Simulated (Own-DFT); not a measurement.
## Calculated data, AlN (wurtzite, strained, atoms displaced)

A calculation, not a measurement: plane-wave PBE density functional theory by an unreviewed code, no spin, of a simulated periodic cell, stress positive in tension, free energy of the whole cell less one offset for each atom, forces on such cells passed a denser k mesh, this cell's mesh not checked; offsets are fitted by least squares, one for each functional and potential file, so energies compare only between cells with the same atoms and settings and are not formation energies; the far tail of each file's local potential was reset to the Coulomb form; each entry is a single point on an unrelaxed cell, so the pressure reflects the starting lattice, mostly measured values (interpolated for alloys), from which strain is counted, and rises with the displacements; printed positions are rounded, which can move forces by about a meV/angstrom; the program, named Own-DFT, is a retired in-house code; no spin-orbit coupling. Program: Own-DFT development build.

Settings shared by all entries: functional PBE; potential files PseudoDojo norm-conserving, scalar-relativistic, standard set; wave cutoff 42 hartree; occupations Fermi-Dirac; smearing width 0.1 eV; hardware one NVIDIA H100; k mesh 2 x 2 x 2 centred on Gamma.

(1) AlN (wurtzite, strained, atoms displaced)

```xyz
128
Lattice="12.4447 0.1862 -0.2222 -6.0611 10.4796 0.0813 -0.1778 -0.0275 10.0989" Properties=species:S:1:pos:R:3 AlN
Al    -0.0941     1.7094    10.0569
Al     1.5543     0.9484     2.5188
N     -0.0759     1.6695     1.8721
N      1.3940     1.0247     4.4153
Al    -0.0728     1.6511     5.0236
Al     1.4269     0.8798     7.5905
N     -0.1147     1.7873     7.0461
N      1.4289     0.9119     9.5196
Al    -1.7104     4.3263    10.1086
Al     0.0556     3.3910     2.4288
N     -1.5033     4.3883     1.9169
N      0.0336     3.5033     4.4565
Al    -1.6050     4.3888     5.0462
Al     0.0593     3.4559     7.5752
N     -1.6890     4.3511     6.9338
N     -0.0909     3.4370     9.3860
Al    -3.0074     6.9672     0.1031
Al    -1.5039     6.1288     2.4725
N     -2.9944     7.1048     1.9657
N     -1.5372     6.0546     4.4837
Al    -3.1069     6.9946     5.0830
Al    -1.5241     6.0570     7.5827
N     -3.1305     6.9655     7.0178
N     -1.7291     6.1092     9.5664
Al    -4.7223     9.5492    10.1387
Al    -2.9882     8.7974     2.5788
N     -4.4869     9.6387     1.9771
N     -3.1286     8.7693     4.4087
Al    -4.5816     9.6954     5.1029
Al    -3.0187     8.7570     7.6370
N     -4.6562     9.5484     7.0884
N     -3.1390     8.6813     9.5670
Al     3.0054     1.7814     9.9901
Al     4.6449     0.9282     2.4083
N      3.0630     1.7957     1.9136
N      4.5328     0.8696     4.3719
Al     3.0269     1.7777     5.0095
Al     4.6012     0.9488     7.5335
N      3.1729     1.7737     6.9046
N      4.5332     0.9681     9.4466
Al     1.6352     4.4407    -0.0122
Al     3.0498     3.5454     2.4108
N      1.6029     4.4317     1.9047
N      3.0674     3.5918     4.3537
Al     1.5449     4.3999     5.0459
Al     3.0321     3.5514     7.4584
N      1.5200     4.3196     6.9172
N      2.8668     3.5887     9.4960
Al     0.1148     7.0025    -0.0041
Al     1.6716     6.1645     2.4092
N      0.1586     7.0190     2.0185
N      1.5524     6.1404     4.4059
Al     0.0658     6.9974     4.9767
Al     1.4004     6.1970     7.5591
N     -0.0208     6.9929     6.9778
N      1.4776     6.1046     9.4169
Al    -1.6336     9.6815    10.0843
Al     0.1343     8.8104     2.4635
N     -1.4978     9.7523     1.9288
N      0.0781     8.8538     4.4181
Al    -1.5115     9.6816     4.9490
Al     0.0133     8.7845     7.4833
N     -1.5824     9.5903     7.0263
N     -0.0013     8.8126     9.5184
Al     6.0924     1.8578     9.9593
Al     7.7297     1.0147     2.3131
N      6.2416     1.8425     1.8065
N      7.7111     1.0165     4.3286
Al     6.0755     1.8132     4.9817
Al     7.5831     0.8962     7.4558
N      6.1361     1.8140     6.8414
N      7.6400     1.0074     9.3583
Al     4.6739     4.4595    -0.0415
Al     6.1973     3.4908     2.4038
N      4.6437     4.4990     1.8016
N      6.2296     3.5089     4.3369
Al     4.7296     4.4761     4.9183
Al     6.1213     3.5933     7.4789
N      4.6402     4.3871     6.8674
N      6.1917     3.6934     9.3369
Al     3.0098     6.9791     9.9843
Al     4.6941     6.2357     2.4203
N      3.1516     7.1209     1.8399
N      4.8079     6.2369     4.2595
Al     3.1061     7.1095     5.0468
Al     4.6350     6.1674     7.4650
N      3.1185     7.0621     6.9593
N      4.5597     6.2412     9.3473
Al     1.6895     9.7158    -0.0451
Al     3.3211     8.8797     2.4958
N      1.6098     9.6687     1.8595
N      3.1920     8.9415     4.3917
Al     1.6298     9.6896     5.0571
Al     3.0208     8.8249     7.4405
N      1.5762     9.6673     6.8712
N      3.0758     8.7826     9.4489
Al     9.3363     1.8559    -0.1432
Al    10.8777     1.0793     2.3017
N      9.3602     1.9260     1.7403
N     10.7762     1.0544     4.2458
Al     9.2566     1.9097     4.7818
Al    10.8566     1.0295     7.3356
N      9.3105     1.9124     6.7726
N     10.7149     1.0053     9.2711
Al     7.8297     4.5647    -0.0945
Al     9.3018     3.6158     2.2747
N      7.8164     4.5416     1.8303
N      9.2815     3.6441     4.3255
Al     7.7917     4.4301     4.8787
Al     9.2656     3.6587     7.4146
N      7.7394     4.5354     6.7966
N      9.2521     3.6317     9.3021
Al     6.1869     7.0819     9.9634
Al     7.8645     6.2673     2.3782
N      6.2914     7.0502     1.8197
N      7.7048     6.2648     4.2564
Al     6.2713     7.0670     4.9622
Al     7.7092     6.3378     7.4170
N      6.2525     7.1738     6.8300
N      7.7051     6.2584     9.4634
Al     4.8278     9.8154    -0.1053
Al     6.3557     8.8710     2.4717
N      4.7328     9.8264     1.8976
N      6.3239     8.9212     4.3667
Al     4.8204     9.7368     5.0520
Al     6.2144     8.8911     7.4633
N      4.7656     9.7801     6.8503
N      6.1955     8.8704     9.3970
```

The calculation gives: free energy of cell above offsets -51.869 eV; pressure 7.43 GPa; stress xx -8.05 GPa; stress yy -14 GPa; stress zz -0.24 GPa; stress yz -1.2 GPa; stress xz -4 GPa; stress xy 6.08 GPa; wall time 389.2 s.

Force:
| element | x (eV/Å) | y (eV/Å) | z (eV/Å) |
| --- | --- | --- | --- |
| Al | -1.86 | 0.072 | 0.21 |
| Al | -0.727 | -1.302 | -0.445 |
| N | 1.705 | 0.636 | -0.624 |
| N | 3.587 | -2.585 | -0.587 |
| Al | -2.915 | 3.403 | 1.626 |
| Al | 0.846 | -0.238 | -0.132 |
| N | 1.392 | -2.28 | -1.918 |
| N | 0.898 | -1.231 | -1.09 |
| Al | 1.13 | -0.359 | -0.114 |
| Al | -0.691 | 2.506 | 1.932 |
| N | -0.421 | -1.401 | -0.251 |
| N | -1.157 | -0.593 | -0.835 |
| Al | 0.691 | -2.4 | 0.562 |
| Al | -2.612 | 1.676 | -0.668 |
| N | 2.055 | -0.244 | 0.794 |
| N | -0.068 | 1.523 | 2.347 |
| Al | -0.643 | 0.921 | -0.126 |
| Al | 0.952 | 0.319 | 1.508 |
| N | -0.64 | -2.156 | 0.221 |
| N | -0.06 | 3.037 | -1.32 |
| Al | -0.331 | -0.681 | 0.259 |
| Al | -2.049 | 0.487 | 0.284 |
| N | 0.334 | 0.385 | -0.144 |
| N | 2.783 | -0.248 | -1.008 |
| Al | 0.983 | 0.552 | 0.903 |
| Al | -0.019 | 0.553 | -0.587 |
| N | -1.862 | 0.075 | 0.029 |
| N | 1.356 | 0.222 | 1.355 |
| Al | -0.59 | -0.974 | 0.721 |
| Al | -2.186 | -1.588 | 0.567 |
| N | 0.571 | 1.363 | -0.685 |
| N | 0.11 | 1.195 | -0.658 |
| Al | -1.489 | 0.62 | 1.449 |
| Al | -0.082 | 1.652 | 1.193 |
| N | 0.791 | 0.05 | -1.382 |
| N | 0.547 | 2.556 | -0.995 |
| Al | 0.095 | 1.156 | -0.323 |
| Al | 0.71 | -1.303 | -0.175 |
| N | -3.247 | 0.313 | -0.011 |
| N | 0.569 | 0.097 | -0.748 |
| Al | -2.597 | -0.522 | 0.455 |
| Al | 2.078 | 0.374 | 1.564 |
| N | -1.676 | -0.662 | -1.588 |
| N | 1.296 | -0.524 | 0.24 |
| Al | -0.339 | -0.314 | -0.813 |
| Al | 1.248 | -0.267 | 1.099 |
| N | -0.426 | 2.13 | -0.003 |
| N | 3.69 | -1.534 | -1.808 |
| Al | -0.731 | 0.711 | 0.574 |
| Al | 0.256 | 0.385 | 2.225 |
| N | -2.212 | 0.25 | -2.093 |
| N | 1.737 | 0.763 | -0.104 |
| Al | -1.56 | 0.451 | 0.092 |
| Al | 3.533 | -2.052 | -0.126 |
| N | -1.28 | 1.113 | -1.328 |
| N | -0.781 | 0.912 | 0.381 |
| Al | 0.575 | -1.29 | 0.734 |
| Al | -0.852 | 0.255 | 0.74 |
| N | 1.095 | -2.505 | -0.815 |
| N | -0.26 | -1.04 | 0.127 |
| Al | -0.331 | -2.574 | 1.674 |
| Al | -0.431 | -0.185 | 1.341 |
| N | 1.816 | 1.772 | -1.394 |
| N | -1.093 | -0.648 | -1.171 |
| Al | 0.26 | 0.613 | 0.341 |
| Al | 1.683 | -1.551 | 1.923 |
| N | -1.73 | -0.836 | -1.632 |
| N | -1.027 | -0.671 | -0.821 |
| Al | 1.183 | -0.847 | -0.692 |
| Al | 2.819 | 2.035 | -0.353 |
| N | -0.872 | -0.167 | 0.879 |
| N | -0.916 | -0.959 | -0.177 |
| Al | 0.679 | 0.685 | -1.237 |
| Al | 0.322 | 3.54 | 0.997 |
| N | 0.243 | -1.661 | 0.559 |
| N | -0.639 | 1.013 | -0.736 |
| Al | -1.126 | -0.568 | -0.146 |
| Al | 2.434 | 0.201 | -0.52 |
| N | -1.329 | 1.131 | -0.649 |
| N | -2.239 | -1.648 | 0.981 |
| Al | 0.424 | 1.77 | 0.666 |
| Al | 0.771 | 0.294 | -0.327 |
| N | 0.606 | -0.475 | -0.407 |
| N | -2.312 | -0.039 | 1.842 |
| Al | 0.59 | -0.515 | -1.311 |
| Al | 0.891 | 0.51 | 0.379 |
| N | -1.496 | -0.438 | -1.137 |
| N | 0.992 | -1.217 | 0.467 |
| Al | 0.91 | -0.433 | 0.606 |
| Al | -2.31 | -0.055 | -0.128 |
| N | 1.702 | 1.204 | -0.147 |
| N | 0.502 | -1.635 | 0.696 |
| Al | -0.053 | 1.322 | -2.32 |
| Al | 3.247 | 0.122 | 2.145 |
| N | -1.616 | 0.012 | 0.801 |
| N | -0.165 | 0.98 | -0.979 |
| Al | 1.274 | 1.211 | -1.056 |
| Al | -0.444 | -0.55 | 1.635 |
| N | -1.547 | -1.42 | -0.588 |
| N | 1.374 | -0.742 | -0.438 |
| Al | -0.099 | -0.7 | 2.336 |
| Al | -1.882 | 0.893 | 0.944 |
| N | -1.579 | -1.238 | -0.016 |
| N | 0.779 | 0.595 | 0.123 |
| Al | 1.373 | -0.858 | -0.006 |
| Al | 1.595 | 1.835 | 1.865 |
| N | -1.177 | -1.401 | -1.1 |
| N | 1.337 | 0.437 | -2.568 |
| Al | -1.228 | 1.434 | 0.79 |
| Al | 0.038 | -0.428 | -0.438 |
| N | -1.388 | -0.174 | 0.39 |
| N | -1.375 | -0.243 | 0.843 |
| Al | -1.669 | 0.518 | 1.107 |
| Al | 0.029 | 0.975 | 0.526 |
| N | -0.437 | 1.548 | -0.832 |
| N | 2.56 | -0.655 | 0.255 |
| Al | -0.071 | 1.695 | -0.36 |
| Al | 2.111 | -1.577 | 0.727 |
| N | -2.26 | -0.877 | 0.219 |
| N | 0.495 | 0.484 | -1.883 |
| Al | -0.634 | -1.634 | 0.611 |
| Al | -0.006 | 0.404 | -0.843 |
| N | 1.659 | -1.367 | -1.61 |
| N | 0.199 | -0.408 | -0.256 |
| Al | -1.287 | 0.749 | -2.073 |
| Al | 0.787 | 0.019 | 0.621 |
| N | -1.741 | -1.026 | 0.909 |
| N | -0.427 | -0.006 | -0.53 |

(2) AlN (wurtzite, strained, atoms displaced)

```xyz
128
Lattice="12.6003 0.2360 0.0787 -6.0958 10.5406 0.1291 0.0630 0.1557 9.9738" Properties=species:S:1:pos:R:3 AlN
Al     0.0698     1.8394     9.9895
Al     1.5917     0.8865     2.5180
N      0.0241     1.8266     1.9104
N      1.6587     0.9044     4.3848
Al     0.0717     1.8703     5.0418
Al     1.6515     0.9806     7.5424
N      0.1069     1.9103     6.9094
N      1.7285     1.1838     9.4184
Al    -1.3781     4.6843     9.9894
Al     0.0381     3.5974     2.4602
N     -1.4215     4.4065     1.8860
N      0.1451     3.4724     4.5318
Al    -1.4355     4.5276     5.0041
Al     0.1498     3.7337     7.5769
N     -1.4650     4.4826     6.9389
N      0.0615     3.6545     9.5068
Al    -3.0041     6.9240     0.1237
Al    -1.4044     6.2381     2.5497
N     -3.0387     7.1186     1.9896
N     -1.4053     6.3548     4.5166
Al    -2.9905     7.1567     5.0542
Al    -1.4617     6.2758     7.6363
N     -3.1200     7.1296     6.9836
N     -1.3397     6.3012     9.5074
Al    -4.5266     9.8112     0.1462
Al    -2.9514     8.8479     2.6318
N     -4.5176     9.8051     2.0337
N     -2.9419     8.8979     4.4806
Al    -4.5301     9.7365     5.2126
Al    -2.8763     8.8874     7.6109
N     -4.4060     9.8029     7.0384
N     -2.9355     8.9222     9.5117
Al     3.3212     2.0478     9.9815
Al     4.7473     1.0762     2.5291
N      3.2177     1.8603     1.9405
N      4.8330     1.0027     4.4510
Al     3.2384     1.9028     4.9076
Al     4.7824     1.1137     7.5359
N      3.2574     1.9856     6.9176
N      4.8050     1.0747     9.3553
Al     1.7968     4.6569    10.0426
Al     3.2537     3.6166     2.5723
N      1.6377     4.4831     2.0089
N      3.3280     3.6429     4.5090
Al     1.6793     4.5141     5.0308
Al     3.2668     3.7616     7.5091
N      1.7407     4.5074     6.9494
N      3.1951     3.8010     9.6013
Al     0.2454     7.2975    10.0203
Al     1.6128     6.2305     2.5859
N      0.1927     7.0801     2.0685
N      1.7833     6.2490     4.4619
Al     0.2027     7.0618     5.1185
Al     1.6866     6.3935     7.4462
N      0.1106     7.1894     7.0092
N      1.7854     6.4226     9.4810
Al    -1.3877     9.6530     0.1696
Al     0.1151     8.9266     2.6621
N     -1.4443     9.8118     2.0577
N      0.0528     8.8983     4.5130
Al    -1.3300     9.8277     5.1475
Al     0.2196     8.9536     7.5416
N     -1.3094     9.8357     7.0283
N      0.2149     9.0197     9.5796
Al     6.2829     1.9474     0.0813
Al     7.9328     1.1019     2.6431
N      6.3106     1.8649     1.9095
N      7.9227     1.1511     4.4895
Al     6.2262     1.9851     5.0870
Al     7.7923     1.2057     7.6601
N      6.4672     1.9345     6.8939
N      7.9142     1.1592     9.5113
Al     4.7722     4.5777     0.1524
Al     6.4321     3.6867     2.5657
N      4.8896     4.5354     1.9730
N      6.3424     3.7012     4.4612
Al     4.8398     4.5963     5.1433
Al     6.5002     3.7670     7.6558
N      4.8279     4.7044     7.0367
N      6.4922     3.8167     9.4815
Al     3.3697     7.1461     0.1771
Al     4.9084     6.3503     2.6608
N      3.2369     7.1358     2.0510
N      4.9672     6.5410     4.4998
Al     3.2740     7.2574     5.1462
Al     4.8742     6.4860     7.5974
N      3.3244     7.3097     7.0842
N      4.8496     6.3674     9.5839
Al     1.8029     9.8686    10.1082
Al     3.2831     9.0077     2.6540
N      1.8029     9.8423     2.0866
N      3.3444     8.9971     4.5627
Al     1.8226     9.9239     5.2454
Al     3.4692     9.0680     7.6820
N      1.8200     9.8617     7.0539
N      3.3511     9.1059     9.5724
Al     9.4943     1.9830     0.1253
Al    11.0923     1.1712     2.5798
N      9.4337     2.0071     2.0660
N     11.0402     1.1445     4.5331
Al     9.5548     1.9814     5.0227
Al    11.0249     1.2086     7.5914
N      9.5113     2.0149     6.9605
N     11.0831     1.2808     9.5087
Al     7.9858     4.7416    10.0340
Al     9.4688     3.7615     2.6246
N      7.9883     4.5850     2.0109
N      9.5523     3.7396     4.5232
Al     7.9421     4.6439     5.1213
Al     9.5647     3.8617     7.5387
N      8.1075     4.6842     6.9513
N      9.6216     3.9234     9.4988
Al     6.5379     7.2577     0.1572
Al     7.9586     6.3998     2.5892
N      6.4400     7.2078     2.0500
N      7.9893     6.4193     4.5523
Al     6.5066     7.3585     5.0706
Al     8.0405     6.4653     7.7027
N      6.4688     7.3646     7.1023
N      8.0502     6.5827     9.4932
Al     4.8930     9.8191     0.2230
Al     6.5137     9.0098     2.7055
N      4.9615     9.8463     2.0694
N      6.4329     9.0658     4.6024
Al     4.9227    10.0017     5.1631
Al     6.4804     9.1919     7.7187
N      5.0145     9.9882     7.1188
N      6.5575     9.1786     9.5846
```

**Q.** Give the missing stress yy for AlN (wurtzite, strained, atoms displaced) (entry 2).
**A.** -10.38 GPa

**Q.** Estimate the pressure of AlN (wurtzite, strained, atoms displaced) (entry 2).
**A.** 5.6 GPa

Further results for AlN (wurtzite, strained, atoms displaced) (entry 2):

| Quantity | Value |
| --- | --- |
| free energy of cell above offsets | -51.741 eV |
| stress xx | -1.81 GPa |
| stress zz | -4.6 GPa |
| stress yz | 4.61 GPa |
| stress xz | 1.05 GPa |
| stress xy | 7.55 GPa |
| wall time | 380.6 s |

Force:
| element | x (eV/Å) | y (eV/Å) | z (eV/Å) |
| --- | --- | --- | --- |
| Al | 0.106 | 1.775 | 0.172 |
| Al | 0.336 | 3.012 | 0.478 |
| N | 0.223 | -1.089 | 0.38 |
| N | -0.325 | 1.38 | 0.594 |
| Al | 0.117 | -4.047 | 0.928 |
| Al | 0.483 | 2.06 | -0.806 |
| N | -0.561 | -0.827 | 1.119 |
| N | -0.453 | -1.004 | -0.197 |
| Al | -0.629 | -5.265 | 1.283 |
| Al | 1.879 | -1.024 | 1.148 |
| N | -2.693 | 1.655 | 1.274 |
| N | -0.452 | 5.571 | -2.626 |
| Al | -0.511 | -1.295 | 0.523 |
| Al | -0.498 | -1.678 | 0.149 |
| N | 0.579 | 1.216 | -0.058 |
| N | 1.821 | 1.065 | -1.191 |
| Al | -0.342 | 2.099 | -0.345 |
| Al | -0.489 | -0.324 | 0.416 |
| N | 0.205 | -1.587 | 0.148 |
| N | 0.03 | -1.888 | -1.001 |
| Al | -0.769 | -0.796 | 0.578 |
| Al | -0.399 | -0.069 | -1.594 |
| N | 2.633 | 0.179 | -0.073 |
| N | -0.172 | 3.928 | -1.191 |
| Al | 0.494 | -1.877 | -0.155 |
| Al | -0.429 | 1.192 | -0.387 |
| N | -0.513 | -3.474 | -0.714 |
| N | -0.404 | 0.52 | 1.102 |
| Al | 0.301 | -0.343 | -1.566 |
| Al | -0.379 | 0.461 | 0.293 |
| N | -1.327 | -0.676 | 0.664 |
| N | 0.506 | 0.22 | 0.276 |
| Al | -0.806 | -1.256 | 0.853 |
| Al | 0.632 | -1.33 | 0.169 |
| N | -0.958 | 0.055 | 0.138 |
| N | -1.05 | 1.029 | -0.815 |
| Al | -0.724 | -1.634 | 1.894 |
| Al | 0.242 | -0.503 | -1.116 |
| N | -0.33 | -0.677 | -0.224 |
| N | 0.512 | 0.972 | 1.372 |
| Al | -4.019 | 0.74 | 1.253 |
| Al | 0.095 | 0.936 | -0.295 |
| N | 0.417 | -0.515 | -0.017 |
| N | -0.612 | 1.693 | -1.008 |
| Al | 0.462 | -1.676 | 0.252 |
| Al | 0.822 | -0.751 | 1.267 |
| N | -1.396 | 2.168 | -0.404 |
| N | 4.172 | -0.665 | -2.763 |
| Al | 0.103 | -1.786 | 1.515 |
| Al | 3.212 | -0.144 | 0.105 |
| N | -2.676 | 1.901 | -1.686 |
| N | -0.532 | 0.854 | 1.338 |
| Al | -0.768 | 2.026 | -0.847 |
| Al | 1.685 | -1.004 | 2.456 |
| N | -0.305 | -0.564 | -0.261 |
| N | 0.128 | 0.214 | -0.906 |
| Al | -1.246 | 1.094 | -0.104 |
| Al | 1.186 | 0.127 | -0.371 |
| N | 0.589 | -0.598 | -0.272 |
| N | 3.033 | -0.519 | 0.829 |
| Al | -1.504 | -0.932 | 0.065 |
| Al | 0.591 | 0.975 | 1.065 |
| N | -0.761 | 0.078 | 0.239 |
| N | 0.543 | 0.462 | -1.626 |
| Al | 0.394 | -2.331 | -0.084 |
| Al | -1.035 | -0.992 | -1.116 |
| N | 0.55 | 1.068 | 1.401 |
| N | -0.453 | -0.17 | 0.204 |
| Al | 2.47 | -0.65 | -0.789 |
| Al | 4.747 | -2.466 | -0.267 |
| N | -4.083 | 2.547 | 0.726 |
| N | 0.365 | 0.793 | -0.226 |
| Al | 0.049 | -2.638 | -0.221 |
| Al | -0.605 | -0.501 | 0.086 |
| N | -0.863 | 0.202 | 1.322 |
| N | 0.754 | 1.151 | 0.452 |
| Al | 0.2 | 1.193 | -0.759 |
| Al | -0.651 | 0.478 | -2.149 |
| N | 0.991 | -1.118 | -0.126 |
| N | -1.22 | 0.894 | 0.061 |
| Al | -2.221 | 0.243 | 0.163 |
| Al | -1.414 | -0.291 | -0.702 |
| N | 0.67 | 0.466 | 0.425 |
| N | -1.665 | -2.331 | 0.995 |
| Al | 1.329 | -0.245 | -0.517 |
| Al | 0.873 | -0.58 | 0.928 |
| N | -0.874 | -0.37 | -1.319 |
| N | 2.367 | 3.211 | -1.982 |
| Al | -0.525 | 1.476 | 1.365 |
| Al | 1.322 | -1.316 | 0.271 |
| N | -1.859 | 0.125 | -0.368 |
| N | -0.097 | 1.246 | 0.32 |
| Al | -0.738 | -0.484 | -1.852 |
| Al | -1.401 | 0.526 | -0.194 |
| N | -0.213 | 0.315 | 1.659 |
| N | 1.81 | -0.608 | -0.403 |
| Al | -0.987 | -0.125 | 0.087 |
| Al | -0.567 | -0.742 | 0.04 |
| N | 1.124 | -0.513 | -0.897 |
| N | 2.045 | 1.143 | -1.683 |
| Al | -2.041 | 0.574 | 1.637 |
| Al | 1.254 | 1.027 | 0.002 |
| N | -1.035 | 0.483 | 0.437 |
| N | 0.212 | -1.291 | -0.337 |
| Al | 1.355 | -0.029 | 0.941 |
| Al | 2.04 | 0.238 | 0.145 |
| N | -1.038 | 1.025 | -0.711 |
| N | 0.27 | 1.966 | -0.421 |
| Al | 0.403 | -0.545 | -0.953 |
| Al | 1.552 | -1.794 | 0.884 |
| N | -2.908 | 0.663 | 1.324 |
| N | -0.596 | 0.516 | -0.361 |
| Al | -2.428 | -0.068 | 0.17 |
| Al | 1.472 | -0.637 | 1.309 |
| N | 0.078 | 1.145 | -0.531 |
| N | 1.217 | 0.317 | -0.972 |
| Al | -0.542 | -1.22 | 2.291 |
| Al | -1.06 | 0.185 | -2.304 |
| N | -0.096 | -0.033 | -0.388 |
| N | 1.126 | -1.801 | 1.533 |
| Al | -0.22 | 0.651 | -0.336 |
| Al | 0 | 0.72 | -0.42 |
| N | -0.767 | 0.569 | 1.032 |
| N | 1.559 | 1.855 | -0.416 |
| Al | -0.388 | -2.549 | 0.725 |
| Al | 2.403 | -1.481 | -0.345 |
| N | -1.609 | 0.282 | -0.831 |
| N | 0.096 | 0.792 | 0.332 |
